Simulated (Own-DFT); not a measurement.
## Calculated data, AlGa3N4 (wurtzite random alloy, strained, atoms displaced)

Computed with Own-DFT development build. A calculation, not a measurement: plane-wave PBE density functional theory by an unreviewed code, no spin, of a simulated periodic cell, stress positive in tension, free energy of the whole cell less one offset for each atom, forces on such cells passed a denser k mesh, this cell's mesh not checked; offsets are fitted by least squares, one for each functional and potential file, so energies compare only between cells with the same atoms and settings and are not formation energies; the far tail of each file's local potential was reset to the Coulomb form; each entry is a single point on an unrelaxed cell, so the pressure reflects the starting lattice, mostly measured values, from which strain is counted, and rises with the displacements; printed positions are rounded, which can move forces by about a meV/angstrom; the program is a retired in-house code; no spin-orbit coupling.

Common to all runs: functional PBE; potential files PseudoDojo norm-conserving, scalar-relativistic, standard set with the stringent files for Ga; wave cutoff 96 hartree; occupations Gaussian; smearing width 0.01 eV; k mesh 4 x 4 x 3 centred on Gamma.

(1) AlGa3N4 (wurtzite random alloy, strained, atoms displaced)

```xyz
72
Lattice="9.3666 0.0000 0.0000 -4.6833 8.1117 0.0000 0.0000 0.0000 10.2685" Properties=species:S:1:pos:R:3 AlGa3N4
Ga     0.0162     1.7845     0.0051
Ga     1.4870     0.9296     2.6248
N     -0.0279     1.7437     1.9636
N      1.5124     0.9325     4.4243
Ga     0.0192     1.8638     5.0865
Al     1.5746     0.8804     7.6957
N     -0.0286     1.7256     7.0731
N      1.6223     0.9671     9.6196
Ga    -1.6103     4.4231     0.0682
Ga     0.0172     3.5637     2.5341
N     -1.6319     4.4575     1.9643
N     -0.0044     3.5951     4.4982
Al    -1.5276     4.4273     5.1810
Ga    -0.0088     3.7090     7.6395
N     -1.4941     4.5513     7.0202
N     -0.0068     3.5808     9.6059
Ga    -3.1809     7.2308     0.0464
Ga    -1.5610     6.3523     2.5613
N     -3.0758     7.2576     1.9551
N     -1.5765     6.3214     4.4452
Ga    -3.0806     7.1654     5.2149
Ga    -1.6286     6.3308     7.7037
N     -3.2115     7.1632     7.0724
N     -1.6657     6.3475     9.5328
Ga     3.1574     1.8266    10.2093
Ga     4.6203     0.8386     2.5496
N      3.2298     1.7661     1.9550
N      4.6979     0.8645     4.4390
Ga     3.0965     1.8095     5.1660
Ga     4.7133     0.9282     7.7747
N      3.1368     1.7898     7.0767
N      4.7198     0.8664     9.6045
Ga     1.5869     4.5691    10.1908
Ga     3.1292     3.6799     2.6485
N      1.5808     4.5100     1.9590
N      3.1146     3.6309     4.5093
Al     1.5779     4.5399     5.1975
Ga     3.1552     3.6241     7.6729
N      1.5358     4.4700     7.0934
N      3.1420     3.6152     9.5926
Ga     0.0061     7.2092     0.0602
Al     1.5910     6.3095     2.5552
N      0.1133     7.1625     1.9195
N      1.6092     6.3305     4.5304
Al    -0.0477     7.1756     5.1943
Ga     1.6174     6.3240     7.7135
N     -0.0261     7.2172     7.0733
N      1.5791     6.3056     9.5860
Ga     6.1878     1.8191     0.0407
Al     7.8124     0.8768     2.6250
N      6.2263     1.8356     1.8967
N      7.8661     0.9075     4.4754
Ga     6.2262     1.7817     5.1726
Ga     7.7421     0.8874     7.6857
N      6.1750     1.7879     7.1199
N      7.8050     0.8838     9.5313
Ga     4.6713     4.4710    10.2517
Al     6.3453     3.6068     2.4857
N      4.6867     4.5073     1.9287
N      6.2311     3.6158     4.5721
Al     4.7016     4.4311     5.1526
Ga     6.1684     3.5685     7.6897
N      4.6474     4.4341     7.1058
N      6.2207     3.6762     9.5800
Al     3.1501     7.1945     0.0528
Ga     4.6869     6.3508     2.6201
N      3.1091     7.2138     1.9674
N      4.7063     6.1696     4.5213
Ga     3.0878     7.1934     5.1206
Ga     4.7253     6.2662     7.7176
N      3.1176     7.1974     7.0403
N      4.7598     6.3265     9.6036
```

The calculation gives: free energy of cell above offsets -8.570 eV; pressure 13.3 GPa; stress xx -15.5 GPa; stress yy -12.16 GPa; stress zz -12.23 GPa; stress yz 0.64 GPa; stress xz -0.21 GPa; stress xy -0.74 GPa.

Force:
```tsv
element	x (eV/Å)	y (eV/Å)	z (eV/Å)
Ga	-0.36	-0.007	-0.667
Ga	2.411	-0.073	-1.876
N	-1.106	0.452	-0.771
N	1.057	-0.97	2.767
Ga	-0.27	-1.484	1.835
Al	-0.788	0.446	0.144
N	1.146	1.103	-0.385
N	-0.973	-1.132	-0.884
Ga	1.058	1.592	-1.606
Ga	-0.092	0.677	0.441
N	2.698	1.697	-0.508
N	0.659	2.22	0.023
Al	-0.848	1.187	-1.291
Ga	-0.371	-3.081	1.644
N	-2.367	-0.244	-0.457
N	-0.046	0.808	0.537
Ga	1.586	0.844	-0.303
Ga	0.576	-0.781	-0.072
N	-1.011	-0.273	-0.274
N	1.333	-1.157	1.643
Ga	-1.311	0.492	-1.808
Ga	1.022	-0.148	-0.514
N	1.713	2.092	0.002
N	1.514	-0.688	3.05
Ga	0.15	-0.182	1.642
Ga	2.268	0.235	0.684
N	-3.287	1.785	-1.181
N	-0.493	-0.75	1.73
Ga	0.473	-0.502	-0.948
Ga	-1.427	-1.493	-1.262
N	-1.005	-0.539	0.249
N	-0.454	0.267	1.4
Ga	-0.623	-1.778	1.157
Ga	0.649	-1.567	-1.315
N	-0.512	0.804	-0.731
N	-0.221	0.344	1.819
Al	-0.201	-0.219	-0.927
Ga	-1.985	-1.245	0.69
N	1.656	1.204	-1.484
N	-0.373	0.138	0.016
Ga	-0.788	-0.767	-1.901
Al	0.214	-0.757	1.161
N	-1.009	-0.404	0.499
N	-2.748	-1.329	-1.09
Al	0.782	0.571	-0.972
Ga	-1.256	-0.095	-0.76
N	0.263	-0.025	-0.563
N	0.774	1.467	1.335
Ga	1.418	-0.066	-1.174
Al	-1.053	0.525	-0.962
N	1.275	-0.562	1.654
N	-1.156	-0.197	-0.119
Ga	0.167	-0.174	-0.711
Ga	1.073	-0.028	-0.561
N	1.258	0.364	-1.375
N	-0.258	-0.724	2.986
Ga	-0.017	1.22	0.862
Al	-4.19	-1.242	2.41
N	1.267	0.13	0.14
N	1.058	-0.17	-1.234
Al	-0.414	0.436	0.091
Ga	2.111	0.652	0.037
N	1.047	1.74	-2.248
N	0.084	-1.659	0.429
Al	0.004	0.503	-1.254
Ga	0.678	-1.063	-0.177
N	-0.159	0.512	-0.775
N	-0.162	1.243	0.583
Ga	2.129	0.487	0.445
Ga	-2.042	-0.123	-0.047
N	0.625	-0.266	0.056
N	-2.826	-0.277	1.024
```

(2) AlGa3N4 (wurtzite random alloy, strained, atoms displaced)

```xyz
72
Lattice="9.3666 0.0000 0.0000 -4.6833 8.1117 0.0000 0.0000 0.0000 10.2685" Properties=species:S:1:pos:R:3 AlGa3N4
Ga     0.0599     1.7741    10.2231
Ga     1.5731     0.8178     2.5903
N      0.0432     1.8135     1.8561
N      1.4864     0.8467     4.4582
Ga    -0.0179     1.7720     5.0443
Al     1.5539     0.9259     7.6254
N      0.0845     1.8103     7.0694
N      1.5337     0.8446     9.6504
Ga    -1.5605     4.5061    10.2492
Ga    -0.0065     3.7198     2.5301
N     -1.5025     4.5234     1.9883
N     -0.0195     3.5542     4.4673
Ga    -1.5934     4.5030     5.2162
Ga    -0.0620     3.6072     7.6881
N     -1.5676     4.5347     7.0868
N     -0.0619     3.7113     9.6757
Al    -3.1538     7.2487    10.2382
Ga    -1.5003     6.3227     2.6396
N     -3.1993     7.1144     2.0102
N     -1.5902     6.3841     4.5367
Ga    -3.1422     7.1954     5.1773
Ga    -1.6846     6.2048     7.7021
N     -3.1227     7.2183     7.1170
N     -1.5398     6.2207     9.6958
Ga     3.0486     1.8065    10.2394
Al     4.7325     0.8623     2.6244
N      3.0220     1.8454     1.9193
N      4.6799     0.8282     4.4585
Ga     3.0993     1.7158     5.2323
Ga     4.7249     0.8960     7.6998
N      3.1369     1.8993     7.0656
N      4.6548     0.8653     9.5616
Ga     1.5102     4.4478    10.2382
Ga     3.0538     3.5841     2.6522
N      1.5221     4.5182     1.9011
N      3.0683     3.5757     4.5528
Ga     1.5030     4.4483     5.1258
Ga     3.1418     3.6641     7.7202
N      1.4986     4.4832     7.0291
N      3.0626     3.6439     9.6408
Al     0.0696     7.2008    10.2524
Ga     1.5598     6.3332     2.4832
N      0.0154     7.2878     1.9356
N      1.5328     6.2766     4.4800
Al    -0.0679     7.1688     5.1917
Ga     1.6206     6.3415     7.7426
N      0.0207     7.1563     7.1444
N      1.5977     6.2980     9.6988
Ga     6.2440     1.7398     0.0336
Ga     7.8558     0.9006     2.6521
N      6.2153     1.7689     1.9311
N      7.7900     0.9281     4.5197
Al     6.3088     1.7544     5.1813
Ga     7.8182     0.9067     7.6627
N      6.2304     1.8107     7.0539
N      7.8834     0.8266     9.6780
Al     4.6229     4.5146    10.2296
Ga     6.2397     3.6554     2.5552
N      4.6556     4.4943     1.8741
N      6.2053     3.5389     4.5670
Ga     4.7525     4.4672     5.1334
Ga     6.2741     3.6241     7.5748
N      4.6339     4.5139     7.0619
N      6.2878     3.6075     9.5780
Al     3.1034     7.1425    10.1696
Ga     4.6398     6.3440     2.5443
N      3.1360     7.1215     1.9246
N      4.7281     6.3028     4.4834
Ga     3.1387     7.1721     5.0305
Al     4.6363     6.3465     7.7643
N      3.1255     7.1990     7.0792
N      4.7443     6.3210     9.6283
```

The calculation gives: free energy of cell above offsets -8.379 eV; pressure 13.3 GPa; stress xx -16.43 GPa; stress yy -14.2 GPa; stress zz -9.26 GPa; stress yz -0.3 GPa; stress xz 0.35 GPa; stress xy 0.08 GPa.

Force:
```tsv
element	x (eV/Å)	y (eV/Å)	z (eV/Å)
Ga	-1.447	1.216	0.78
Ga	-0.413	0.738	-1.201
N	-0.627	0.002	1.572
N	1.188	0.231	1.366
Ga	0.701	0.685	1.377
Al	1.357	-0.341	1.454
N	-1.393	-0.204	-0.639
N	0.984	0.089	-2.373
Ga	-1.738	-0.432	1.874
Ga	0.893	-2.913	0.742
N	-2.318	0.806	-0.894
N	-1.022	0.866	0.241
Ga	0.628	0.043	-2.181
Ga	1.42	-0.018	0.993
N	0.123	-1.478	-1.088
N	1.19	-3.029	-1.903
Al	1.346	-1.823	1.493
Ga	-0.998	0.289	-1.085
N	2.706	1.274	-2.49
N	0.831	-1.53	0.69
Ga	-0.405	0.326	0.003
Ga	2.096	2.889	2.132
N	-1.518	0.589	-0.064
N	-0.342	3.7	-0.587
Ga	1.225	-0.13	0.733
Al	-1.281	1.529	-0.994
N	2.084	-1.514	0.22
N	0.738	0.233	1.677
Ga	0.199	0.814	-2.25
Ga	-1.198	-0.344	-0.352
N	-0.641	-2.203	1.361
N	0.151	-0.256	1.725
Ga	0.376	1.145	1.062
Ga	0.577	0.45	-0.904
N	1.015	0.384	-0.064
N	1.098	-0.418	-0.033
Ga	0.512	0.871	0.175
Ga	-1.502	-0.202	-0.201
N	0.59	0.712	1.12
N	1.438	-0.417	-0.393
Al	-1.695	0.027	0.082
Ga	-0.289	-0.599	1.217
N	-0.435	-0.404	-1.314
N	-0.881	0.611	0.132
Al	1.861	0.36	0.077
Ga	-1.316	-1.434	-0.316
N	-1.153	0.336	-1.57
N	-0.646	0.217	-0.596
Ga	0.284	0.78	-0.873
Ga	-0.228	0.131	-2.777
N	0.273	0.168	1.091
N	-0.58	-0.895	0.462
Al	-2.136	0.065	-0.785
Ga	0.411	0.075	1.048
N	1.028	-0.262	-1.049
N	-1.31	-0.098	-1.119
Al	1.468	-0.49	0.405
Ga	-0.154	-0.69	-0.05
N	-0.275	-0.129	0.002
N	1.72	-0.761	-0.694
Ga	-2.711	0.759	0.115
Ga	-1.697	-0.495	2.314
N	1.477	1.861	0.269
N	-1.934	-0.461	0.257
Al	1.649	0.919	1.95
Ga	0.218	-2.373	0.72
N	-0.829	2.341	-1.617
N	-0.667	-0.705	0.223
Ga	-0.683	-0.508	1.213
Al	0.848	-0.61	-1.02
N	1.148	0.218	-0.71
N	-1.389	-0.581	-0.178
```

(3) AlGa3N4 (wurtzite random alloy, strained, atoms displaced)

```xyz
72
Lattice="9.3666 0.0000 0.0000 -4.6833 8.1117 0.0000 0.0000 0.0000 10.2685" Properties=species:S:1:pos:R:3 AlGa3N4
Ga     0.0149     1.7347     0.0670
Ga     1.5775     0.8287     2.4936
N      0.1027     1.7351     1.9198
N      1.4938     0.8919     4.5000
Ga    -0.0167     1.7595     5.2967
Al     1.5573     0.9633     7.7722
N      0.0575     1.8079     7.0891
N      1.5409     0.9050     9.5937
Ga    -1.5499     4.5846    10.2046
Ga     0.0429     3.5923     2.5662
N     -1.5002     4.4429     1.9065
N      0.0001     3.5020     4.4789
Ga    -1.5550     4.5398     5.1104
Ga    -0.0678     3.6145     7.6954
N     -1.5792     4.4297     7.0475
N      0.0392     3.5707     9.6481
Al    -3.1167     7.2181     0.0883
Al    -1.4660     6.3826     2.5416
N     -3.1324     7.2445     1.9101
N     -1.5973     6.3081     4.4903
Ga    -3.2020     7.1731     5.1594
Ga    -1.6334     6.2681     7.7094
N     -3.1186     7.1292     7.0230
N     -1.5773     6.3211     9.7313
Ga     3.1186     1.7512    10.1193
Ga     4.6820     0.9028     2.4956
N      3.1171     1.8020     2.0391
N      4.6534     0.8646     4.5944
Ga     3.1098     1.7927     5.1827
Ga     4.6446     0.9698     7.7357
N      3.1398     1.7685     7.1182
N      4.7099     0.9228     9.6829
Ga     1.4639     4.5404     0.0810
Ga     3.0991     3.5692     2.5808
N      1.5668     4.4624     1.8825
N      3.1459     3.7113     4.5131
Al     1.4146     4.4896     5.0928
Al     3.1539     3.5585     7.6854
N      1.5752     4.4832     7.1006
N      3.1533     3.5183     9.6880
Ga     0.0186     7.2243     0.0181
Ga     1.6061     6.3265     2.5960
N      0.0804     7.2256     1.8841
N      1.5834     6.2743     4.5065
Ga     0.0386     7.2093     5.0567
Ga     1.4990     6.2880     7.7278
N      0.0196     7.1611     7.0934
N      1.5885     6.3310     9.6967
Ga     6.1924     1.8257    10.2312
Al     7.8023     0.8125     2.5899
N      6.2415     1.7915     1.9682
N      7.7969     0.8508     4.5082
Ga     6.2911     1.7869     5.1300
Ga     7.7972     0.9435     7.7466
N      6.2182     1.8494     7.0903
N      7.8103     0.8512     9.6763
Al     4.7180     4.4999    10.2604
Ga     6.2724     3.5942     2.5079
N      4.6706     4.5245     1.9940
N      6.2178     3.6325     4.5389
Al     4.7200     4.5306     5.1907
Al     6.2446     3.6080     7.7292
N      4.6529     4.5654     7.1017
N      6.1507     3.6368     9.6916
Ga     3.1443     7.2118    10.2457
Ga     4.6492     6.3277     2.5262
N      3.1297     7.1464     1.9102
N      4.7848     6.3857     4.4987
Ga     3.0660     7.1953     5.1111
Ga     4.7280     6.4090     7.7751
N      3.1379     7.1312     6.9980
N      4.7062     6.3024     9.6432
```

Results for AlGa3N4 (wurtzite random alloy, strained, atoms displaced): free energy of cell above offsets -7.696 eV; pressure 13.63 GPa; stress xx -16.15 GPa; stress yy -14.83 GPa; stress zz -9.91 GPa; stress yz 0.53 GPa; stress xz -1.15 GPa; stress xy 0.31 GPa.

Force:
```tsv
element	x (eV/Å)	y (eV/Å)	z (eV/Å)
Ga	-0.487	1.225	-0.689
Ga	0.631	1.678	2.721
N	-3.044	0.321	0.833
N	0.96	0.097	0.315
Ga	0.196	-0.416	-3.346
Al	0.37	-1.475	-1.585
N	-0.414	-0.629	2.156
N	0.092	-2.027	0.294
Ga	0.034	-2.855	1.453
Ga	-0.385	-1.199	-0.049
N	-0.349	2.233	0.094
N	-0.356	1.148	0.632
Ga	-0.264	-0.96	-0.33
Ga	2.092	-0.005	0.864
N	-1.219	0.777	0.561
N	-1.594	-0.154	-0.512
Al	-0.401	-0.009	-1.602
Al	-1.423	-1.53	0.292
N	1.531	-2.582	-0.442
N	1.069	0.546	-1.458
Ga	3.175	2.309	0.098
Ga	1.602	0.288	0.098
N	0.347	2.781	1.489
N	-0.579	1.917	-1.355
Ga	-0.357	0.644	2.752
Ga	-0.13	0.45	1.808
N	0.154	-0.831	-2.1
N	0.793	1.166	-1.563
Ga	-0.725	0.566	-1.148
Ga	1.655	-2.286	-0.326
N	-2.014	1.005	0.147
N	-0.561	-1.319	-1.059
Ga	2.009	-0.663	-2.138
Ga	0.685	0.74	0.517
N	0.086	1.105	2.254
N	-0.918	-0.464	1.096
Al	2.748	-0.278	1.246
Al	-0.509	1.503	0.694
N	-0.172	-0.812	-1.219
N	0.099	2.568	-1.419
Ga	0.28	-0.087	-0.868
Ga	-0.421	-1.363	-0.44
N	-1.159	-0.618	1.36
N	-1.042	-1.109	-0.576
Ga	-1.136	-0.648	1.797
Ga	1.757	-0.376	0.194
N	-1.592	1.126	-0.369
N	-0.625	-0.446	-0.89
Ga	1.789	0.2	1.477
Al	0.584	1.317	-0.34
N	1.546	-0.869	-0.593
N	0.263	0.679	-1.083
Ga	-1.188	0.63	0.047
Ga	-0.13	-1.377	-0.665
N	0.586	0.182	0.471
N	-0.392	1.568	-0.594
Al	-2.5	0.492	1.144
Ga	-0.35	0.687	1.349
N	0.335	-0.422	-2.075
N	0.104	-0.318	-0.454
Al	-0.778	0.663	-0.535
Al	-1.191	0.575	-0.257
N	0.869	-1.483	-0.006
N	2.186	-0.204	-1.898
Ga	-0.021	-0.936	0.547
Ga	1.51	-0.82	1.589
N	-0.396	2.077	0.134
N	-4.32	-3.146	-1.353
Ga	1.978	-0.662	0.653
Ga	-1.38	-1.43	-0.975
N	-0.605	1.63	1.664
N	1.011	-0.084	1.472
```
